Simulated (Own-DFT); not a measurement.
# How strain changes the stress of 6H (3C twinned every three layers) SiC, 108 atoms (C54Si54)

These are calculations, not measurements. The program, named Own-DFT, is a retired in-house plane-wave density functional code that no person has reviewed. Each row is one single-point run on a periodic cell that was not relaxed, without spin or spin-orbit coupling.

Settings of every run: PBE; PseudoDojo norm-conserving scalar-relativistic files; cutoff 42 hartree; 4 x 4 x 2 k mesh centred on Gamma; Fermi-Dirac smearing of 0.1 eV.

Known limits: forces on such cells passed a denser k mesh, each cell not checked; stress not checked against mesh or cutoff.

Unstrained cell vectors in Å: (6.539, -6.539, 0.000); (0.000, 6.539, -6.539); (8.719, 8.719, 8.719). The unstrained cell has measured lattice constants (interpolated for alloys), not those of this functional. That, the random moves and any unrelaxed bonds set the pressure at no strain. Each run strains this cell uniformly, with the atoms carried along. Every atom was also moved at random, by a Gaussian of width 0.05 Å on each axis. Strain is the symmetric tensor, in per cent. Stress is positive in tension, and the pressure is minus a third of its trace.

```
run  e_xx (%)  e_yy (%)  e_zz (%)  e_yz (%)  e_xz (%)  e_xy (%)  s_xx (GPa)  s_yy (GPa)  s_zz (GPa)  s_yz (GPa)  s_xz (GPa)  s_xy (GPa)  P (GPa)  E (meV/atom)
  1      1.11      0.80     -0.92     -0.86      0.12      0.05       -0.98       -1.97       -6.82       -4.30        0.99        0.57     3.26           0.0
  2      0.68     -0.19     -0.45     -1.55     -0.01     -1.83       -3.40       -6.09       -7.37       -9.17       -2.87      -10.16     5.62          10.2
  3      1.85      0.55      1.37     -0.85      1.59      0.37        3.63       -0.27        3.52       -3.37        6.10        2.48    -2.29           4.7
  4     -1.51     -0.27      1.81      1.41      1.63      1.18      -12.71       -5.43        0.55        6.22        9.05        6.50     5.86          17.1
  5      1.91      0.06      1.56     -1.98      0.95     -0.90        4.13       -2.64        3.47       -8.41        1.61       -4.08    -1.65          20.6
  6      1.48     -1.98      0.40     -0.09     -1.58      1.62        0.12      -13.89       -3.44       -0.88       -7.41        4.91     5.73          20.2
  7      1.57     -1.48     -1.07      1.44      1.41      0.50        1.06      -13.79      -12.21       10.21        6.96        3.14     8.31          12.0
  8     -1.74     -1.72     -1.49     -0.20      1.49      0.38      -19.26      -16.69      -18.42       -1.42        8.94        3.91    18.12          47.5
  9      0.26     -1.94     -1.99     -1.93      1.47     -1.77      -11.85      -16.60      -18.81      -11.01        4.41       -9.82    15.76          70.5
 10      1.04      0.55      0.94      0.76      1.10      0.50        0.77       -0.82       -0.94        3.61        4.25        2.33     0.33          11.3
 11     -0.84      0.41      0.79     -0.66      1.44     -1.29       -8.66       -2.89       -3.76       -4.70        5.83       -5.87     5.10          16.2
 12     -1.90      0.57      1.41      0.51     -1.39      1.63      -12.49       -4.21        0.67        1.85       -5.43        8.15     5.35           9.9
 13      1.02      1.13     -0.73     -1.14     -1.39     -0.35       -0.54       -0.38       -6.28       -5.18       -5.77       -2.73     2.40          18.6
 14      0.48      0.35      1.00      0.62     -0.66      1.46       -2.02       -3.78        1.36        2.68       -2.62        6.79     1.48           4.0
 15     -1.70     -1.51      1.49      0.62     -1.32     -0.06      -13.26      -13.46       -1.77        1.29       -6.77       -0.35     9.50          16.5
 16     -1.63     -1.76     -1.91     -0.66     -1.00     -0.50      -18.16      -19.19      -18.41       -5.86       -6.02       -3.30    18.59          33.2
 17     -1.25      0.21      1.39      0.70      1.70      0.33           ?           ?           ?           ?           ?           ?        ?             ?
```

E is the free energy for each atom above the lowest run shown.

## Worked fit

Each stress component was fitted by least squares to a constant and the strains of the runs shown, as fractions, with shears doubled. Shear strains stay in the fit of a normal stress only where such slopes are resolved. The slopes, in GPa:

| stress | at no strain | per e_xx | per e_yy | per e_zz | scatter |
|---|---|---|---|---|---|
| s_xx | -5.7 | 522 ± 15 | 116 ± 20 | 108 ± 18 | 0.74 |
| s_yy | -5.9 | 82 ± 15 | 492 ± 22 | 107 ± 18 | 0.82 |
| s_zz | -5.7 | 118 ± 12 | 135 ± 17 | 490 ± 14 | 0.64 |

Also, s_xx gains 63 ± 15 per 2 e_yz; s_xx gains -31 ± 8 per 2 e_xz; s_xx gains -35 ± 15 per 2 e_xy; s_zz gains -34 ± 7 per 2 e_xz.

Each shear stress against twice its own strain: yz 264 ± 21, xz 241 ± 10, xy 256 ± 17 GPa. These are stiffnesses along x, y and z of the frame in which the cell vectors are given, which need not be the crystal's axes. The atoms are held to the strained lattice; where symmetry lets them move under strain, relaxing them would lower some slopes. The table should be nearly symmetric about its diagonal, and what it lacks of that shows the noise. A ninth of its sum, 241 ± 5 GPa, estimates the bulk modulus near the mean pressure of these runs, 6.3 GPa, so it lies above the value at zero pressure.

## Withheld run

Question: what normal stresses and pressure should run 17 give?

The fit gives s_xx = -10.8, s_yy = -4.4, s_zz = -1.2 and P = 5.5 GPa. The calculation gave -9.87, -3.64, -0.34 and P = 4.62 GPa.
